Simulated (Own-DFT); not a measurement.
## Calculated data, HfO2 (monoclinic hafnia, atoms displaced)

Computed with Own-DFT development build. A calculation, not a measurement: plane-wave density functional theory by an unreviewed code, no spin, of a simulated periodic cell, stress positive in tension, run twice, with PBE and with PBEsol, both on files made for PBE, so the change isn't that of files made for PBEsol, hafnium file: forces about 75 meV/angstrom off all-electron values; oxygen file: force components 24 meV/angstrom off all-electron in one glass; forces on such cells passed a denser k mesh, this cell's mesh not checked; the far tail of each file's local potential was reset to the Coulomb form; each entry is a single point on an unrelaxed cell, so the pressure reflects the starting lattice, mostly measured values (interpolated for alloys), from which strain is counted, and rises with the displacements; printed positions are rounded, which can move forces by about a meV/angstrom; the program, named Own-DFT, is a retired in-house code; no spin-orbit coupling; stress was not checked against mesh or cutoff.

Common to all runs: functional PBE, then PBEsol; potential files PseudoDojo norm-conserving, scalar-relativistic, standard set; wave cutoff 72 hartree; occupations Fermi-Dirac; smearing width 0.1 eV; k mesh 2 x 2 x 2 centred on Gamma.

(1) HfO2 (monoclinic hafnia, atoms displaced)

```
HfO2
1.0
     10.2340     0.0000     0.0000
      0.0000    10.3500     0.0000
     -1.6955     0.0000    10.4453
Hf O Hf O Hf O Hf O Hf O Hf O Hf O Hf O
4 8 4 8 4 8 4 8 4 8 4 8 4 8 4 8
Direct
  0.13295 0.01988 0.10252
  0.35608 0.26668 0.15175
  0.35985 0.47729 0.39856
  0.13619 0.23376 0.36258
  0.03298 0.16082 0.17146
  0.46205 0.41094 0.07669
  0.46864 0.33574 0.33154
  0.03888 0.09147 0.42268
  0.22343 0.37425 0.23617
  0.27695 0.12834 0.00645
  0.27443 0.12445 0.25090
  0.22979 0.37120 0.49373
  0.14803 0.02273 0.61119
  0.35593 0.26653 0.64200
  0.36332 0.47840 0.90241
  0.13215 0.22847 0.84966
  0.03289 0.16960 0.67220
  0.46612 0.41575 0.57612
  0.45988 0.33306 0.82343
  0.04381 0.09258 0.93187
  0.22535 0.38113 0.73943
  0.28149 0.13683 0.51663
  0.26652 0.11587 0.75677
  0.22032 0.36737 0.98902
  0.12478 0.52237 0.10014
  0.36268 0.77535 0.14590
  0.35470 0.97801 0.40043
  0.14112 0.73233 0.35984
  0.03085 0.66068 0.17832
  0.45766 0.91802 0.07640
  0.46808 0.84950 0.32749
  0.03573 0.58651 0.42402
  0.22848 0.88469 0.24102
  0.28007 0.62795 0.00658
  0.27851 0.62374 0.26125
  0.21883 0.87645 0.48672
  0.13175 0.52312 0.60075
  0.36903 0.77852 0.64743
  0.35722 0.97949 0.89651
  0.13860 0.73425 0.85033
  0.03129 0.66398 0.67527
  0.46298 0.91279 0.57895
  0.46426 0.83014 0.81650
  0.03170 0.58671 0.92159
  0.22928 0.87930 0.74274
  0.28112 0.62992 0.50590
  0.26822 0.62995 0.75114
  0.22036 0.87038 0.99130
  0.62601 0.01364 0.09873
  0.85724 0.26538 0.14394
  0.86584 0.47848 0.40265
  0.62969 0.23563 0.35950
  0.53262 0.16249 0.17697
  0.96548 0.41356 0.07623
  0.96190 0.34375 0.31759
  0.54816 0.08783 0.42260
  0.71775 0.38596 0.24377
  0.76834 0.14002 0.00470
  0.77751 0.12443 0.25367
  0.72789 0.37244 0.49244
  0.64068 0.02335 0.60719
  0.86278 0.26439 0.64559
  0.86073 0.47325 0.89395
  0.64617 0.23421 0.85597
  0.53590 0.16880 0.67417
  0.95870 0.40732 0.57572
  0.96683 0.33724 0.82641
  0.54392 0.08810 0.92294
  0.72634 0.38482 0.73422
  0.77370 0.12829 0.51165
  0.76770 0.11680 0.75472
  0.72829 0.37795 0.99740
  0.63374 0.52575 0.09695
  0.86758 0.76041 0.14794
  0.86365 0.98903 0.39903
  0.63501 0.72766 0.35741
  0.54073 0.65888 0.17977
  0.96444 0.91434 0.06784
  0.96253 0.83218 0.33210
  0.53836 0.57392 0.42028
  0.73145 0.87770 0.23968
  0.77218 0.62733 0.01064
  0.77175 0.62462 0.26481
  0.71768 0.86951 0.48935
  0.63937 0.51740 0.60447
  0.86741 0.77298 0.65140
  0.87154 0.98244 0.88979
  0.64118 0.73435 0.84979
  0.53555 0.66436 0.66981
  0.96970 0.91444 0.57234
  0.96097 0.82758 0.83284
  0.53077 0.58719 0.92059
  0.72571 0.87887 0.73927
  0.77967 0.64167 0.51230
  0.77922 0.62262 0.75603
  0.72436 0.86641 0.99223
```

* PBE pressure: 5.9 GPa
* PBE stress xx: -6.36 GPa
* PBE stress yy: -5.4 GPa
* PBE stress zz: -5.95 GPa
* PBE stress yz: -0.13 GPa
* PBE stress xz: -0.48 GPa
* PBE stress xy: -0.38 GPa
* PBEsol pressure: -0.56 GPa
* PBEsol stress xx: 0.13 GPa
* PBEsol stress yy: 1.02 GPa
* PBEsol stress zz: 0.54 GPa
* PBEsol stress yz: -0.11 GPa
* PBEsol stress xz: -0.13 GPa
* PBEsol stress xy: -0.37 GPa
* rms change of force components from PBE to PBEsol: 0.047 eV/Å

Force:
```tsv
force element	PBE force x (eV/Å)	PBE force y (eV/Å)	PBE force z (eV/Å)	PBEsol force x (eV/Å)	PBEsol force y (eV/Å)	PBEsol force z (eV/Å)
Hf	0.847	0.485	1.29	0.823	0.534	1.224
Hf	1.175	0.573	-1.631	1.123	0.586	-1.571
Hf	0.958	1.075	-0.767	0.945	1.015	-0.71
Hf	0.094	0.838	-2.9	0.098	0.782	-2.861
O	-0.507	0.676	0.612	-0.483	0.671	0.62
O	0.421	0.454	-0.183	0.396	0.479	-0.243
O	-1.606	0.257	-0.384	-1.562	0.233	-0.408
O	-0.33	-0.654	0.877	-0.309	-0.637	0.892
O	-0.594	0.881	0.982	-0.513	0.834	0.964
O	0.384	-0.581	-0.214	0.312	-0.589	-0.208
O	-0.55	-0.927	2.387	-0.588	-0.888	2.313
O	-1.234	-0.015	-0.49	-1.132	-0.03	-0.48
Hf	-2.01	-0.762	-1.732	-1.939	-0.699	-1.703
Hf	2.35	3.201	2.774	2.287	3.187	2.722
Hf	-0.544	-0.538	-1.044	-0.522	-0.578	-0.969
Hf	2.217	2.249	1.327	2.164	2.157	1.281
O	0.609	-1.27	-0.345	0.603	-1.212	-0.281
O	-0.313	-0.57	0.315	-0.314	-0.536	0.246
O	0.997	-0.351	0.602	0.96	-0.354	0.546
O	-2.251	-1.26	-1.645	-2.182	-1.258	-1.565
O	-0.637	-0.112	-0.513	-0.561	-0.127	-0.513
O	-0.745	-2.325	-1.702	-0.799	-2.273	-1.634
O	0.913	0.412	0.616	0.817	0.392	0.577
O	-0.241	0.118	-0.145	-0.175	0.111	-0.147
Hf	2.371	-0.86	0.021	2.285	-0.815	-0.024
Hf	-0.414	-2.224	0.95	-0.433	-2.117	0.953
Hf	2.226	1.145	-1.61	2.167	1.032	-1.572
Hf	-0.318	-0.59	-1.027	-0.306	-0.628	-1.013
O	0.913	0.116	0.384	0.886	0.131	0.406
O	0.149	-0.119	-0.772	0.139	-0.093	-0.797
O	-0.134	-0.917	-0.414	-0.165	-0.906	-0.433
O	0.151	-0.232	0.4	0.157	-0.242	0.45
O	-0.518	-0.706	0.149	-0.429	-0.691	0.154
O	-0.671	0.82	0.409	-0.704	0.8	0.389
O	-0.428	0.221	-0.214	-0.479	0.229	-0.19
O	0.114	0.343	0.892	0.178	0.352	0.857
Hf	1.446	0.076	1.364	1.421	0.135	1.314
Hf	-1.099	-3.836	-0.595	-1.055	-3.706	-0.529
Hf	0.906	0.771	0.161	0.839	0.716	0.182
Hf	0.725	-2.188	0.837	0.722	-2.19	0.79
O	0.082	-0.03	-0.225	0.085	-0.003	-0.176
O	1.088	2.244	-1.134	1.037	2.193	-1.149
O	0.105	1.536	2.344	0.095	1.467	2.214
O	0.053	0.069	0.163	0.058	0.041	0.214
O	-0.857	0.661	-0.164	-0.77	0.654	-0.148
O	-0.79	0.365	0.418	-0.842	0.343	0.389
O	0.087	-0.804	0.609	0	-0.76	0.589
O	0.352	0.098	-0.495	0.415	0.107	-0.492
Hf	2.546	1.45	1.74	2.473	1.475	1.662
Hf	-0.522	0.887	1.145	-0.53	0.897	1.136
Hf	-2.07	0.715	-2.236	-2.024	0.636	-2.169
Hf	2.461	0.215	-1.876	2.385	0.168	-1.858
O	-0.133	-0.142	-0.255	-0.128	-0.127	-0.203
O	-0.155	-0.132	-0.454	-0.146	-0.092	-0.493
O	1.332	-0.852	1.008	1.285	-0.856	0.966
O	-2.906	-1.951	1.014	-2.803	-1.891	1.047
O	0.566	-0.425	-0.412	0.612	-0.417	-0.402
O	1.282	-1.323	-0.182	1.189	-1.259	-0.186
O	-0.065	-0.269	0.941	-0.092	-0.247	0.917
O	-0.323	-0.253	0.194	-0.261	-0.24	0.192
Hf	-0.75	-0.635	-1.39	-0.696	-0.556	-1.381
Hf	-1.479	1.054	-0.548	-1.443	1.082	-0.53
Hf	-0.059	2.039	0.346	-0.054	1.95	0.367
Hf	-2.405	0.377	-0.559	-2.345	0.288	-0.56
O	-0.24	-0.299	-0.304	-0.217	-0.284	-0.255
O	1.951	1.108	0.256	1.883	1.102	0.202
O	-0.339	-0.724	-0.313	-0.341	-0.726	-0.343
O	-2.1	-1.339	-0.624	-2.026	-1.321	-0.542
O	0.126	-1.513	1.494	0.183	-1.478	1.459
O	1.157	0.17	0.431	1.07	0.154	0.44
O	1.494	0.71	0.975	1.39	0.698	0.94
O	-0.21	-0.776	-1.619	-0.125	-0.763	-1.59
Hf	0.242	-1.37	1.912	0.243	-1.292	1.851
Hf	-2.459	1.997	0.43	-2.429	1.979	0.457
Hf	-1.04	-1.855	-1.519	-1.022	-1.862	-1.456
Hf	1.199	0.189	0.11	1.21	0.127	0.083
O	-2.388	2.043	-0.515	-2.305	2.008	-0.458
O	-0.009	-0.19	0.418	0.002	-0.146	0.341
O	1.044	0.172	-0.135	1.021	0.144	-0.171
O	-0.043	0.667	0.127	-0.038	0.641	0.177
O	-0.694	0.466	-0.21	-0.618	0.442	-0.204
O	0.667	0.136	-0.498	0.584	0.129	-0.472
O	1.138	-0.254	-0.18	1.052	-0.223	-0.179
O	0.668	1.357	0.595	0.701	1.329	0.58
Hf	-0.281	1.355	-0.937	-0.277	1.357	-0.938
Hf	-1.497	-0.368	-2.308	-1.476	-0.344	-2.235
Hf	-1.868	-0.555	1.787	-1.819	-0.624	1.784
Hf	0.17	-1.252	0.396	0.172	-1.258	0.358
O	0	0.287	0.064	0.009	0.308	0.113
O	0.474	0.723	1.136	0.45	0.729	1.064
O	0.629	0.837	-0.161	0.607	0.817	-0.215
O	0.321	0.368	-0.187	0.32	0.332	-0.117
O	0.045	0.337	0.303	0.103	0.32	0.299
O	-0.211	-1.578	-0.029	-0.269	-1.538	-0.026
O	-0.313	-0.22	0.949	-0.363	-0.202	0.923
O	0.109	0.808	-0.859	0.156	0.781	-0.85
```

(2) HfO2 (monoclinic hafnia, atoms displaced)

```
HfO2
1.0
     10.2340     0.0000     0.0000
      0.0000    10.3500     0.0000
     -1.6955     0.0000    10.4453
Hf O Hf O Hf O Hf O Hf O Hf O Hf O Hf O
4 8 4 8 4 8 4 8 4 8 4 8 4 8 4 8
Direct
  0.14366 0.02155 0.10712
  0.37162 0.27231 0.15389
  0.36664 0.47456 0.40156
  0.14003 0.23139 0.35134
  0.03572 0.16337 0.17983
  0.45922 0.41683 0.07306
  0.46492 0.33091 0.32629
  0.04082 0.09424 0.42728
  0.22725 0.37798 0.23748
  0.27819 0.12658 0.01288
  0.27191 0.12135 0.25734
  0.23127 0.37343 0.49466
  0.13692 0.02384 0.60345
  0.36543 0.26370 0.64103
  0.36182 0.47786 0.89763
  0.13122 0.22847 0.85272
  0.03665 0.15963 0.67384
  0.46556 0.42070 0.56136
  0.46060 0.33196 0.82925
  0.03539 0.08536 0.92443
  0.22681 0.37566 0.73315
  0.27309 0.13019 0.50235
  0.27229 0.10979 0.76079
  0.22979 0.36801 0.98613
  0.14938 0.52085 0.10931
  0.36429 0.77621 0.15750
  0.37316 0.98488 0.40044
  0.12846 0.73115 0.35290
  0.03452 0.66290 0.18163
  0.46049 0.91596 0.07595
  0.45651 0.83222 0.33161
  0.03397 0.58514 0.42061
  0.22545 0.87828 0.23249
  0.27880 0.63164 0.00085
  0.27112 0.61515 0.26061
  0.22941 0.86793 0.48432
  0.13110 0.51804 0.59438
  0.36278 0.77230 0.64219
  0.36335 0.98432 0.89623
  0.13831 0.73116 0.84757
  0.03519 0.67332 0.67993
  0.45672 0.90886 0.57872
  0.46957 0.83442 0.82778
  0.03054 0.59383 0.92616
  0.22564 0.87579 0.74209
  0.27979 0.62218 0.50730
  0.27939 0.62098 0.76702
  0.22842 0.87068 0.98809
  0.64048 0.02013 0.09778
  0.86870 0.25916 0.14850
  0.86004 0.47547 0.39231
  0.64231 0.22263 0.35044
  0.53644 0.16665 0.17175
  0.96627 0.41354 0.07148
  0.97258 0.32705 0.33141
  0.53978 0.09070 0.42645
  0.71720 0.38585 0.24374
  0.77381 0.13633 0.01105
  0.77994 0.12212 0.26004
  0.71754 0.37535 0.49280
  0.63908 0.01905 0.59991
  0.87256 0.26900 0.64629
  0.85711 0.47829 0.89440
  0.63471 0.22448 0.85542
  0.53396 0.16201 0.66931
  0.95612 0.41826 0.57620
  0.96539 0.33011 0.82482
  0.54597 0.09258 0.92574
  0.72574 0.38705 0.73724
  0.76991 0.12059 0.51310
  0.77366 0.12365 0.76155
  0.72770 0.37689 0.98735
  0.64563 0.52372 0.10995
  0.85656 0.76612 0.15269
  0.86382 0.97135 0.39865
  0.63264 0.72990 0.35745
  0.54230 0.66921 0.17139
  0.96577 0.91961 0.06911
  0.96043 0.83035 0.31816
  0.53352 0.58103 0.42055
  0.72399 0.88741 0.23955
  0.78777 0.61456 0.00924
  0.77053 0.62402 0.26687
  0.71901 0.88270 0.48879
  0.64203 0.52431 0.61024
  0.86458 0.77384 0.64838
  0.85518 0.96485 0.88721
  0.64746 0.73057 0.85683
  0.53934 0.66081 0.68055
  0.95656 0.92624 0.57131
  0.95918 0.83719 0.82002
  0.53049 0.59186 0.91768
  0.72521 0.87962 0.74489
  0.78005 0.62668 0.50378
  0.76966 0.61526 0.76275
  0.72441 0.86482 0.98642
```

- PBE pressure: 7.05 GPa
- PBE stress xx: -7.13 GPa
- PBE stress yy: -6.25 GPa
- PBE stress zz: -7.79 GPa
- PBE stress yz: 0.05 GPa
- PBE stress xz: -0.72 GPa
- PBE stress xy: 1 GPa
- PBEsol pressure: 0.58 GPa
- PBEsol stress xx: -0.64 GPa
- PBEsol stress yy: 0.14 GPa
- PBEsol stress zz: -1.24 GPa
- PBEsol stress yz: 0.05 GPa
- PBEsol stress xz: -0.38 GPa
- PBEsol stress xy: 0.95 GPa
- rms change of force components from PBE to PBEsol: 0.055 eV/Å

Force:
```tsv
force element	PBE force x (eV/Å)	PBE force y (eV/Å)	PBE force z (eV/Å)	PBEsol force x (eV/Å)	PBEsol force y (eV/Å)	PBEsol force z (eV/Å)
Hf	-0.405	-0.413	-1.894	-0.369	-0.368	-1.875
Hf	-1.523	0.104	-2.285	-1.481	0.156	-2.201
Hf	-1.04	1.288	-2.226	-1.015	1.215	-2.127
Hf	1.31	0.128	0.41	1.268	0.063	0.378
O	0.112	-0.519	-0.684	0.107	-0.47	-0.619
O	1.757	0.567	1.33	1.687	0.552	1.253
O	1.011	-0.648	0.377	0.977	-0.652	0.308
O	-1.815	-1.84	0.033	-1.741	-1.807	0.084
O	-0.305	-0.334	0.463	-0.236	-0.324	0.449
O	0.313	0.198	-0.077	0.242	0.162	-0.073
O	0.967	-0.42	0.784	0.872	-0.401	0.76
O	-1.211	-0.78	-0.74	-1.113	-0.749	-0.713
Hf	1.39	-1.081	-0.264	1.354	-0.979	-0.28
Hf	-0.594	2.239	0.961	-0.603	2.238	0.957
Hf	-0.032	0.923	-0.92	-0.045	0.869	-0.869
Hf	1.769	0.017	1.537	1.709	-0.034	1.478
O	-0.621	0.667	-0.19	-0.599	0.668	-0.147
O	0.596	-2.07	3.721	0.566	-1.989	3.565
O	1.11	-1.099	-1.021	1.078	-1.093	-1.038
O	-0.497	-0.279	-0.345	-0.446	-0.271	-0.304
O	-0.656	-0.125	-0.316	-0.574	-0.13	-0.315
O	0.771	-0.255	1.219	0.695	-0.247	1.195
O	0.399	1.491	-1.029	0.326	1.444	-1.009
O	-1.142	-0.002	0.342	-1.045	0.014	0.334
Hf	-1.307	0.239	-2.348	-1.26	0.272	-2.294
Hf	-0.559	-1.763	-3.673	-0.556	-1.645	-3.571
Hf	-2.697	-0.121	-0.889	-2.648	-0.178	-0.829
Hf	3.054	-0.871	-0.084	2.973	-0.927	-0.128
O	-0.752	0.024	-0.912	-0.727	0.059	-0.825
O	1.666	0.889	0.627	1.615	0.882	0.565
O	1.538	-0.118	0.654	1.495	-0.121	0.579
O	-0.844	-0.593	0.388	-0.811	-0.593	0.427
O	-0.754	0.202	1.184	-0.662	0.197	1.132
O	-0.61	-0.065	2.038	-0.662	-0.088	1.974
O	0.526	1.151	-0.018	0.438	1.125	-0.036
O	-0.969	0.595	0.12	-0.87	0.578	0.124
Hf	1.991	0.21	2.179	1.967	0.224	2.082
Hf	-1.16	-2.85	2.079	-1.141	-2.724	2.053
Hf	-0.478	-2.068	0.312	-0.512	-2.084	0.33
Hf	1.412	-0.953	3.015	1.405	-0.993	2.921
O	-0.365	-1.018	-2.412	-0.371	-0.952	-2.293
O	2.931	2.719	-0.949	2.84	2.664	-0.991
O	-0.014	0.937	-0.181	-0.025	0.898	-0.224
O	0.167	-0.32	-0.102	0.178	-0.328	-0.075
O	-0.114	0.491	-1.27	-0.047	0.468	-1.23
O	-0.917	0.917	0.681	-0.953	0.878	0.662
O	-0.688	0.139	-1.756	-0.733	0.153	-1.681
O	-0.38	0.521	-0.017	-0.299	0.53	-0.014
Hf	-0.427	0.289	0.945	-0.409	0.348	0.907
Hf	0.055	2.479	-1.172	0.073	2.426	-1.121
Hf	-0.895	-0.24	0.335	-0.906	-0.259	0.368
Hf	0.222	2.387	0.797	0.207	2.29	0.756
O	1.061	-1.044	0.208	1.045	-0.999	0.261
O	0.491	-0.611	1.187	0.456	-0.576	1.109
O	-1.959	1.627	-0.001	-1.908	1.559	-0.049
O	-1.46	-1.197	-0.185	-1.415	-1.197	-0.13
O	1.054	-0.974	0.037	1.077	-0.928	0.049
O	0.274	-1.119	0.1	0.181	-1.083	0.118
O	-0.105	-0.291	0.395	-0.167	-0.263	0.374
O	1.056	-1.321	-1.136	1.098	-1.268	-1.119
Hf	-0.16	0.615	2.148	-0.112	0.665	2.058
Hf	-2.908	-0.038	0.241	-2.833	0.021	0.288
Hf	1.689	-0.551	0.573	1.6	-0.559	0.604
Hf	1.954	3.687	-0.986	1.911	3.54	-0.968
O	-0.159	-0.039	0.193	-0.155	-0.023	0.224
O	1.243	0.589	-0.259	1.212	0.579	-0.313
O	-0.241	0.322	-0.431	-0.233	0.268	-0.489
O	-2.881	-2.873	0.363	-2.785	-2.812	0.404
O	0.185	-1.506	0.167	0.254	-1.431	0.161
O	1.426	1.304	-0.47	1.316	1.242	-0.463
O	0.204	-0.754	-0.298	0.131	-0.748	-0.294
O	-1.164	-1.123	0.304	-1.063	-1.076	0.281
Hf	-1.362	-0.987	-2.365	-1.303	-0.92	-2.312
Hf	1.61	0.053	-2.352	1.583	0.084	-2.244
Hf	0.01	2.694	-1.481	-0.022	2.593	-1.406
Hf	0.005	-1.118	0.039	0.01	-1.174	0.001
O	-0.677	0.784	0.712	-0.636	0.766	0.769
O	-1.112	-1.357	0.88	-1.094	-1.298	0.802
O	-0.291	1.17	1.538	-0.302	1.105	1.451
O	1.115	1.605	-0.288	1.098	1.563	-0.234
O	-0.21	-0.969	0.225	-0.127	-0.954	0.218
O	-1.3	2.372	1.599	-1.327	2.292	1.555
O	0.982	0.264	-0.658	0.901	0.26	-0.653
O	-0.062	-2.111	-0.343	0.005	-2.026	-0.336
Hf	-0.242	-0.993	-1.343	-0.218	-0.943	-1.324
Hf	-0.411	-1.153	-0.744	-0.379	-1.069	-0.667
Hf	1.555	4.238	2.725	1.513	4.075	2.674
Hf	-3.244	-2.248	-0.432	-3.178	-2.251	-0.458
O	-0.935	1.11	-1.074	-0.885	1.093	-1.006
O	0.704	-1.417	1.297	0.667	-1.369	1.205
O	1.217	-0.679	-0.228	1.147	-0.679	-0.282
O	1.143	-0.364	1.256	1.129	-0.357	1.251
O	-0.602	-0.399	-1.847	-0.509	-0.398	-1.773
O	-0.293	1.276	1.179	-0.35	1.222	1.138
O	1.505	1.856	-0.638	1.389	1.807	-0.611
O	0	0.708	1.441	0.063	0.699	1.377
```
